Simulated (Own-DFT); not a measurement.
# One host, several defects: 4H SiC

No measurement is shown. These are fixed-geometry runs of a retired plane-wave code named Own-DFT, which no person has reviewed; spin and spin-orbit coupling are neglected.

All runs used: PBE; PseudoDojo norm-conserving scalar-relativistic files; cutoff 42 hartree; 4 x 4 x 3 k mesh centred on Gamma; Fermi-Dirac smearing of 0.1 eV.

Limits (not all hold for every row): a neutral cation vacancy leaves holes that likely carry spin, which these runs leave out; not probed for a lower state with spin; forces on such cells failed a check on a denser k mesh; forces on such cells passed a denser k mesh, each cell not checked; stress not checked against mesh or cutoff.

All runs share one cell, with vectors in Å (9.248, 0.000, 0.000); (-4.624, 8.009, 0.000); (0.000, 0.000, 10.068) and a volume of 745.7 Å³. Atoms were moved at random from their sites; u is the rms move along one axis. The defect's site can differ from row to row.

```
cell,formula,u (Å),P (GPa)
no defect,C36Si36,0.0310,3.85
no defect,C36Si36,0.0312,3.54
no defect,C36Si36,0.0580,6.00
one Si vacancy,C36Si35,0.0293,3.14
one Si vacancy,C36Si35,0.0299,3.11
one Si vacancy,C36Si35,0.0314,3.23
one C on a Si site and one Si on a C site,C36Si36,0.0328,7.67
one C on a Si site and one Si on a C site,C36Si36,0.0472,8.18
one C on a Si site and one Si on a C site,C36Si36,0.0473,8.50
two Al on a Si site each,Al2C36Si34,0.0301,5.76
two Al on a Si site each,Al2C36Si34,0.0309,5.93
two Al on a Si site each,Al2C36Si34,0.0515,6.67
two N on a C site each,C34N2Si36,0.0275,2.67
two N on a C site each,C34N2Si36,0.0305,2.89
two N on a C site each,C34N2Si36,0.0490,?
two N on a C site each,C34N2Si36,0.0528,4.24
```

## Fit

P = P0 + c u² + a shift for each defect gives P0 = 3.11 GPa, c = 765 ± 74 GPa/Å² and a scatter of 0.22 GPa. The shifts, and each times the cell's volume:

- one C on a Si site and one Si on a C site: 3.59 ± 0.18 GPa, 16.7 eV
- two Al on a Si site each: 1.86 ± 0.18 GPa, 8.7 eV (4.3 eV for each of its 2 sites)
- one Si vacancy: -0.65 ± 0.19 GPa, -3.0 eV
- two N on a C site each: -0.98 ± 0.18 GPa, -4.6 eV (-2.3 eV for each of its 2 sites)

Positive is outwards. The product with the volume (160.2 GPa Å³ to the eV) is nearly free of the cell's size; divided by the bulk modulus at the cell's pressure it gives the volume that the defect adds. The atoms around the defects weren't relaxed, which would change these numbers.

## Test on the hidden row

Q: what pressure belongs in the blank (two N on a C site each, u = 0.0490 Å)?

From the fit: 3.96 ± 0.27 GPa. DFT gave 3.86 GPa.
